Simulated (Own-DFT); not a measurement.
# A layer strained by its substrate: diamond-structure SiGeSn with randomly placed atoms, 64 atoms (Ge40Si16Sn8)

Source: density functional calculations with Own-DFT, an unreviewed in-house program that is no longer used. Nothing was measured or relaxed, and spin and spin-orbit coupling are left out.

Method: PBE; PseudoDojo norm-conserving scalar-relativistic files; cutoff 49 hartree; 3 x 3 x 3 k mesh centred on Gamma; Fermi-Dirac smearing of 0.1 eV.

Limits: forces on such cells moved up to 12 meV/angstrom on a denser k mesh; stress not checked against mesh or cutoff.

Unstrained cell vectors in Å: (11.410, 0.000, 0.000); (0.000, 11.410, 0.000); (0.000, 0.000, 11.410). The unstrained cell has measured lattice constants (interpolated for alloys), not those of this functional. That, the random moves and any unrelaxed bonds set the pressure at no strain. Each run strains x and y alike by e, as a substrate would, and holds the height along z. All atoms carry random offsets, Gaussian with a width of 0.05 Å per axis. The random placing of the alloy's atoms differs from row to row. Stress is positive in tension.

```
e (%),u (Å),(s_xx + s_yy)/2 (GPa),s_zz (GPa)
-3.00,0.048,-10.87,-8.75
-2.75,0.047,-10.05,-8.05
-2.25,0.050,-9.51,-8.18
-1.75,0.048,-8.44,-7.13
-1.25,0.053,-6.98,-6.14
-1.00,0.051,-6.68,-6.15
-0.50,0.050,?,?
2.00,0.051,-1.57,-2.66
2.25,0.053,-1.17,-2.50
2.50,0.054,-1.02,-2.38
```

## Fit

With e as a fraction, the in-plane stress is -4.9 + 177 e - 752 e² GPa (errors 3 and 288, scatter 0.21), and s_zz is -4.9 + 115 e - 413 e² GPa (slope ± 4, scatter 0.27). At e = 0 the first slope is C11 + C12 and the second 2 C12, both with the ions held to the strained lattice and at the cell's own pressure. A free layer would change its height as e changes, and the in-plane slope would drop by 2 C12²/C11 to the biaxial modulus. At fixed height, a misfit of 1 % moves the in-plane stress by about 1.8 GPa and s_zz by 1.2 GPa.

## Withheld run

The question: what are the two stresses at e = -0.50 %?

The fit gives -5.8 and -5.5 GPa. Computed: -5.54 and -5.06 GPa.
